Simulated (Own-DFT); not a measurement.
# Computed records: In3GaP4 (zincblende random alloy, atoms displaced)

A calculation, not a measurement: plane-wave PBE density functional theory by an unreviewed code, no spin, of a simulated periodic cell, stress positive in tension, free energy of the whole cell less one offset for each atom, forces on such cells passed a denser k mesh, this cell's mesh not checked; offsets are fitted by least squares, one for each functional and potential file, so energies compare only between cells with the same atoms and settings and are not formation energies; the far tail of each file's local potential was reset to the Coulomb form; each entry is a single point on an unrelaxed cell, so the pressure reflects the starting lattice, mostly measured values, from which strain is counted, and rises with the displacements; printed positions are rounded, which can move forces by about a meV/angstrom; the program is a retired in-house code; no spin-orbit coupling; before rounding, a Quantum ESPRESSO 7.3.1 run of the same cell and cutoff gave forces within 1 meV/angstrom rms on each cell, which checks the program and not the settings. Program: Own-DFT development build.

Settings shared by all entries: functional PBE; potential files PseudoDojo norm-conserving, scalar-relativistic, standard set; wave cutoff 42 hartree; occupations Fermi-Dirac; smearing width 0.1 eV; k mesh 3 x 3 x 3 centred on Gamma.

(1) In3GaP4 (zincblende random alloy, atoms displaced)

```xyz
64
Lattice="11.5283 0.0000 0.0000 0.0000 11.5283 0.0000 0.0000 0.0000 11.5283" Properties=species:S:1:pos:R:3 In3GaP4
In     0.0185    11.5199    11.4627
In    11.5261     2.9093     2.9115
Ga     2.8459    11.5162     2.8685
Ga     2.8386     2.9081    11.5014
P      1.4451     1.4754     1.3850
P      1.4105     4.3173     4.2854
P      4.3271     1.4012     4.3125
P      4.2922     4.2559     1.3785
In    11.5263     0.0020     5.7684
In    11.5029     2.8713     8.6493
In     2.8636     0.0115     8.7060
In     2.8795     2.8981     5.7778
P      1.4388     1.4466     7.1853
P      1.4306     4.3471    10.0914
P      4.3416     1.4124    10.0725
P      4.2798     4.2854     7.2287
In     0.0211     5.6690     0.0354
Ga    11.4906     8.7019     2.9163
In     2.8484     5.7700     2.9620
In     2.9221     8.6665    11.5111
P      1.5069     7.1578     1.4431
P      1.4388    10.1142     4.3396
P      4.3568     7.1900     4.2537
P      4.3968    10.1508     1.4462
In    11.4967     5.7920     5.7805
In    11.4990     8.7318     8.6288
In     2.8752     5.7680     8.6139
In     2.9011     8.6099     5.7211
P      1.4286     7.1905     7.1596
P      1.4282    10.1013    10.0764
P      4.3682     7.1589    10.0802
P      4.2900    10.1183     7.1857
Ga     5.7655    11.5253    11.5151
In     5.7206     2.9043     2.8790
In     8.6407     0.0218     2.8822
In     8.6518     2.8938     0.0037
P      7.2582     1.4010     1.4830
P      7.2150     4.3033     4.3266
P     10.0398     1.4299     4.3008
P     10.0974     4.3711     1.4211
In     5.7152     0.0211     5.8383
In     5.7815     2.8475     8.6090
Ga     8.6709    11.5086     8.6336
In     8.5826     2.9418     5.7889
P      7.2280     1.4045     7.1964
P      7.1924     4.3173    10.0683
P     10.0803     1.4806    10.1037
P     10.0693     4.3315     7.1944
In     5.8133     5.7721    11.5094
Ga     5.7805     8.6411     2.8107
In     8.6101     5.7703     2.8242
Ga     8.6057     8.6467    11.5002
P      7.1607     7.2174     1.5095
P      7.1931    10.0579     4.2954
P     10.0758     7.2111     4.3334
P     10.1216    10.0512     1.4342
In     5.7538     5.7651     5.8082
Ga     5.7753     8.6626     8.6377
In     8.6129     5.7173     8.6611
In     8.5812     8.6523     5.7233
P      7.2551     7.2081     7.2410
P      7.2350    10.0648    10.1087
P     10.0520     7.1974    10.0455
P     10.0629    10.0726     7.1800
```

* free energy of cell above offsets: -31.763 eV
* pressure: 3.92 GPa
* stress xx: -3.96 GPa
* stress yy: -3.91 GPa
* stress zz: -3.9 GPa
* stress yz: 0.34 GPa
* stress xz: -0.33 GPa
* stress xy: -0.23 GPa

Force:
```tsv
element	x (eV/Å)	y (eV/Å)	z (eV/Å)
In	-0.353	0.157	0.672
In	-0.373	-0.581	-0.535
Ga	0.223	0.242	-0.073
Ga	0.331	-0.281	-0.068
P	1.03	-0.158	0.309
P	0.084	0.124	1.055
P	-0.99	-0.289	-0.527
P	-0.678	0.254	-0.353
In	-0.342	0.275	-0.094
In	0.267	0.149	-0.216
In	0.034	0.023	-0.609
In	-0.138	-0.332	-0.676
P	-0.013	-0.038	0.38
P	0.862	-1.087	0.077
P	0.043	0.399	1.579
P	0.52	0.257	-0.142
In	0.002	1.568	-0.403
Ga	0.365	-0.492	-0.229
In	0.514	-0.443	-0.904
In	0.113	-0.111	0.25
P	-1.158	1.218	0.411
P	0.073	-0.251	-1.534
P	0.932	0.845	-0.126
P	-0.006	0.153	0.453
In	0.056	-0.37	-0.415
In	0.123	-0.89	0.097
In	-0.063	0.212	0.309
In	0.135	0.099	-0.046
P	0.047	0.528	0.544
P	0.33	-0.511	0.048
P	0.276	1.188	-0.908
P	0.376	-1.22	1.162
Ga	0.372	0.218	0.116
In	0.245	-0.469	-0.195
In	0.325	-1.055	0.005
In	-0.327	-0.027	0.254
P	-1.437	0.184	-1.315
P	-0.552	0.587	-0.312
P	0.367	0.506	0.614
P	-0.495	-0.788	0.534
In	0.513	-0.378	-0.893
In	-0.073	-0.028	0.296
Ga	0.013	0.066	0.194
In	0.667	-0.732	-0.142
P	0.795	-0.53	0.85
P	-0.052	-0.464	0.185
P	-0.729	-1.139	-0.876
P	0.139	-0.089	0.167
In	-0.35	-0.282	0.478
Ga	-0.177	0.375	0.532
In	0.436	0.002	0.714
Ga	0.448	-0.287	0.327
P	0.113	1.365	-0.948
P	-1.211	-0.036	-0.575
P	0.459	0.63	-0.962
P	-0.356	-0.85	-0.124
In	0.112	0.107	-0.112
Ga	-0.052	-0.108	-0.011
In	0.365	0.272	-0.049
In	0.319	-0.146	0.151
P	-1.256	0.632	0.383
P	-0.329	0.336	-0.296
P	-0.054	0.518	1.149
P	-0.858	0.969	0.373
```

(2) In3GaP4 (zincblende random alloy, atoms displaced)

```xyz
64
Lattice="11.5283 0.0000 0.0000 0.0000 11.5283 0.0000 0.0000 0.0000 11.5283" Properties=species:S:1:pos:R:3 In3GaP4
In    11.4923     0.0393    11.5256
Ga     0.0459     2.9059     2.8895
In     2.9177     0.0144     2.8972
In     2.8624     2.8797    11.5000
P      1.4867     1.4020     1.4473
P      1.4551     4.2805     4.3663
P      4.3123     1.4241     4.3374
P      4.2808     4.4011     1.4129
Ga    11.5070     0.0160     5.7559
In    11.5254     2.8979     8.6505
In     2.9195    11.5170     8.6178
In     2.9002     2.8729     5.7597
P      1.3991     1.4542     7.2329
P      1.4193     4.3141    10.1118
P      4.3068     1.4398    10.0841
P      4.3448     4.3304     7.2385
Ga     0.0165     5.7320    11.5029
In    11.5250     8.5889     2.8885
In     2.8687     5.7893     2.8767
In     2.8855     8.6387    11.4637
P      1.4538     7.2117     1.3894
P      1.4200    10.1150     4.3395
P      4.3442     7.2418     4.2497
P      4.3180    10.1063     1.4179
In    11.5215     5.7425     5.7311
In     0.0012     8.6599     8.5814
In     2.8907     5.7926     8.6448
In     2.8711     8.6407     5.6881
P      1.4091     7.2228     7.2167
P      1.4216    10.0892    10.0427
P      4.3610     7.1643    10.0713
P      4.2820    10.1340     7.2318
In     5.8122     0.0449    11.5248
In     5.7297     2.8927     2.8928
Ga     8.6821     0.0006     2.8809
In     8.6651     2.8908     0.0065
P      7.2344     1.4148     1.4235
P      7.2298     4.3393     4.2657
P     10.1191     1.4110     4.2897
P     10.0976     4.3442     1.4784
In     5.7399     0.0340     5.6986
Ga     5.8006     2.8542     8.6952
In     8.6732     0.0104     8.6097
In     8.6604     2.8280     5.7259
P      7.1611     1.4806     7.1932
P      7.2119     4.3166    10.0262
P     10.0572     1.4349    10.0653
P     10.0557     4.3273     7.2148
Ga     5.7464     5.8122    11.4607
In     5.7791     8.6119     2.8840
In     8.6411     5.6958     2.8838
Ga     8.6792     8.6768     0.0271
P      7.2497     7.2156     1.4496
P      7.1895    10.1029     4.3269
P     10.0980     7.1949     4.3485
P     10.0645    10.0994     1.4611
In     5.7975     5.7898     5.7683
In     5.7884     8.6894     8.6416
In     8.6708     5.7456     8.5968
Ga     8.6505     8.5833     5.7095
P      7.2022     7.1727     7.1840
P      7.1968    10.0856    10.0799
P     10.0748     7.1946    10.1550
P     10.0875    10.0669     7.2126
```

* stress yy: ?
* pressure: ?
* stress zz: ?

To be estimated
1. In3GaP4 (zincblende random alloy, atoms displaced) (entry 2): stress yy?
2. In3GaP4 (zincblende random alloy, atoms displaced) (entry 2): pressure?
3. Estimate the stress zz of In3GaP4 (zincblende random alloy, atoms displaced) (entry 2).

Answers
1. -3.83 GPa
2. 3.83 GPa
3. -3.81 GPa

Further results for In3GaP4 (zincblende random alloy, atoms displaced) (entry 2):

- free energy of cell above offsets: -32.140 eV
- stress xx: -3.86 GPa
- stress yz: -0.36 GPa
- stress xz: 0.09 GPa
- stress xy: 0.41 GPa

Force:
```tsv
element	x (eV/Å)	y (eV/Å)	z (eV/Å)
In	0.232	-0.375	0.009
Ga	-0.027	-0.263	-0.2
In	-0.263	-0.51	-0.058
In	0.224	0.12	0.409
P	-1.023	1.061	0.548
P	-0.583	-0.156	-1.224
P	-0.076	0.594	-0.364
P	1.113	-0.029	-0.747
Ga	0.101	-0.184	0.196
In	-0.302	0.064	0.081
In	-0.836	0.5	0.441
In	0.034	-0.133	0.709
P	-0.225	-0.806	-1.008
P	-0.517	0.973	0.222
P	0.93	0.712	-0.648
P	0.652	-0.798	0.348
Ga	-0.157	0.224	0.305
In	0.07	0.504	-0.199
In	-0.35	-0.121	0.09
In	0.139	0.239	0.104
P	-0.859	-0.753	-0.454
P	-0.774	0.644	0.255
P	-0.27	-0.655	0.882
P	0.233	-0.251	-0.023
In	0.061	-0.06	0.6
In	-0.324	-0.273	0.928
In	-0.337	-0.318	-0.014
In	0.099	0.089	0.683
P	0.535	-0.432	-0.608
P	-0.004	0.234	0.295
P	0.57	0.023	0.478
P	0.711	-0.842	-1.035
In	-0.437	-0.453	-0.107
In	0.085	0.058	-0.593
Ga	-0.278	-0.145	-0.022
In	-0.109	0.189	-0.042
P	0.633	-0.054	1.307
P	-0.538	-0.59	0.877
P	0.641	-0.455	-0.615
P	1.766	-0.458	-0.476
In	0.277	-0.455	0.935
Ga	-0.338	0.179	-0.219
In	-0.609	-0.118	-0.048
In	-0.109	0.396	0.067
P	-0.422	0.231	0.69
P	-1.285	0.023	0.588
P	0.216	0.312	0.079
P	0.472	-0.459	-0.627
Ga	0.449	-0.36	0.431
In	0.27	0.781	-0.706
In	0.291	1.05	-0.161
Ga	-0.277	-0.115	-0.049
P	-0.094	-0.157	-1.579
P	1.641	-0.22	-0.152
P	-1.019	0.402	0.191
P	-0.921	-0.115	0.019
In	-0.502	-0.428	-0.463
In	-0.201	-0.338	-0.292
In	-0.162	0.552	0.641
Ga	-0.134	0.447	0.366
P	0.891	1.365	-0.355
P	1.175	-0.408	0.743
P	0.192	0.139	0.562
P	-0.337	0.181	-1.991
```
